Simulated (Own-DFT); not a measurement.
# Response to strain: 6H (3C twinned every three layers) SiC, 48 atoms (C24Si24)

These are calculations, not measurements. The program, named Own-DFT, is a retired in-house plane-wave density functional code that no person has reviewed. Each row is one single-point run on a periodic cell that was not relaxed, without spin or spin-orbit coupling.

Settings of every run: PBE; PseudoDojo norm-conserving scalar-relativistic files; cutoff 42 hartree; 5 x 5 x 2 k mesh centred on Gamma; Fermi-Dirac smearing of 0.1 eV.

Known limits: forces on such cells passed a denser k mesh, each cell not checked; stress not checked against mesh or cutoff.

Unstrained cell vectors in Å: (4.360, -4.360, 0.000); (0.000, 4.360, -4.360); (8.719, 8.719, 8.719). The unstrained cell has measured lattice constants (interpolated for alloys), not those of this functional. That, the random moves and any unrelaxed bonds set the pressure at no strain. Each run strains this cell uniformly, with the atoms carried along. Every atom was also moved at random, by a Gaussian of width 0.05 Å on each axis. Strain is the symmetric tensor, in per cent. Stress is positive in tension, and the pressure is minus a third of its trace.

```
run  e_xx (%)  e_yy (%)  e_zz (%)  e_yz (%)  e_xz (%)  e_xy (%)  s_xx (GPa)  s_yy (GPa)  s_zz (GPa)  s_yz (GPa)  s_xz (GPa)  s_xy (GPa)  P (GPa)  E (meV/atom)
  1     -1.81     -1.69      1.03     -1.47     -0.83     -0.10      -15.99      -12.82       -3.95       -7.55       -4.83       -0.97    10.92          28.9
  2      1.55     -0.84      0.12     -0.03     -1.85     -1.49        1.26       -8.62       -5.71       -2.95       -9.67       -8.07     4.36          48.5
  3     -1.38      0.13     -1.02     -1.60      0.68      0.35      -14.59       -5.77      -12.69       -8.76        3.37        1.96    11.02          51.0
  4      0.49      1.57      1.94     -0.74      0.79      1.12       -0.34        3.26        5.39       -2.68        2.79        4.27    -2.77          36.9
  5      0.51      0.71     -0.52      0.44     -0.68      1.16       -2.33       -2.40       -7.43        2.08       -3.59        4.25     4.05          27.9
  6      1.37      0.07      1.78     -0.96      0.89      1.26        1.27       -0.98        5.18       -4.07        2.15        5.37    -1.83          11.1
  7      1.22      1.41     -0.29     -0.74      1.42      0.70        0.85        3.04       -5.36       -3.37        5.93        2.34     0.49          25.0
  8     -1.62      0.90      0.54     -0.93      0.17     -1.58      -10.35       -1.48       -3.70       -4.98       -0.93       -8.39     5.18           6.5
  9     -1.40      0.21      0.33      1.14     -1.58      1.68      -11.34       -8.91       -3.25        5.52       -5.72        9.09     7.84          40.9
 10      1.36      0.59      0.96      0.24      1.37     -0.80        1.68        0.84        0.68       -0.25        5.99       -2.50    -1.07           3.2
 11     -0.02     -0.38     -0.46      1.64     -1.84     -0.51       -3.99      -10.19       -8.96        6.15       -8.74       -2.07     7.71          44.9
 12     -1.70      0.61     -1.71     -0.79      0.48      0.52      -15.25       -5.14      -15.92       -2.81        2.21        2.45    12.10          43.0
 13      1.75     -0.27     -1.81      0.06     -1.22      0.16        0.77       -6.83      -13.16        1.43       -5.62       -1.14     6.40          34.9
 14      0.91      1.12      1.82     -0.10      1.01      0.33        1.94        2.76        4.25       -1.16        4.38        2.55    -2.98           0.0
 15      1.36      0.93     -1.37      1.59      1.49      0.92        0.99       -1.54      -12.01        8.35        7.84        4.08     4.19          36.0
 16     -0.27     -1.86     -0.44      0.01      1.40      0.81           ?           ?           ?           ?           ?           ?        ?             ?
```

E is the free energy for each atom above the lowest run shown.

## Worked fit

Each stress component was fitted by least squares to a constant and the strains of the runs shown, as fractions, with shears doubled. Shear strains stay in the fit of a normal stress only where such slopes are resolved. The slopes, in GPa:

| stress | at no strain | per e_xx | per e_yy | per e_zz | scatter |
|---|---|---|---|---|---|
| s_xx | -5.6 | 458 ± 13 | 171 ± 27 | 101 ± 13 | 0.59 |
| s_yy | -5.4 | 115 ± 15 | 399 ± 30 | 73 ± 15 | 0.66 |
| s_zz | -6.0 | 76 ± 18 | 80 ± 27 | 516 ± 19 | 0.87 |

Also, s_xx gains 34 ± 10 per 2 e_yz; s_xx gains -23 ± 10 per 2 e_xz; s_xx gains -25 ± 9 per 2 e_xy; s_yy gains -41 ± 11 per 2 e_yz; s_yy gains 43 ± 12 per 2 e_xz.

Each shear stress against twice its own strain: yz 227 ± 16, xz 239 ± 12, xy 234 ± 12 GPa. These are stiffnesses along x, y and z of the frame in which the cell vectors are given, which need not be the crystal's axes. The atoms are held to the strained lattice; where symmetry lets them move under strain, relaxing them would lower some slopes. The table should be nearly symmetric about its diagonal, and what it lacks of that shows the noise. A ninth of its sum, 221 ± 5 GPa, estimates the bulk modulus near the mean pressure of these runs, 4.4 GPa, so it lies above the value at zero pressure.

## Withheld run

Question: what normal stresses and pressure should run 16 give?

The fit gives s_xx = -11.5, s_yy = -12.3, s_zz = -9.9 and P = 11.2 GPa. The calculation gave -9.18, -15.86, -9.05 and P = 11.36 GPa. This run lies off the fit, by chance or by something that the fit leaves out.
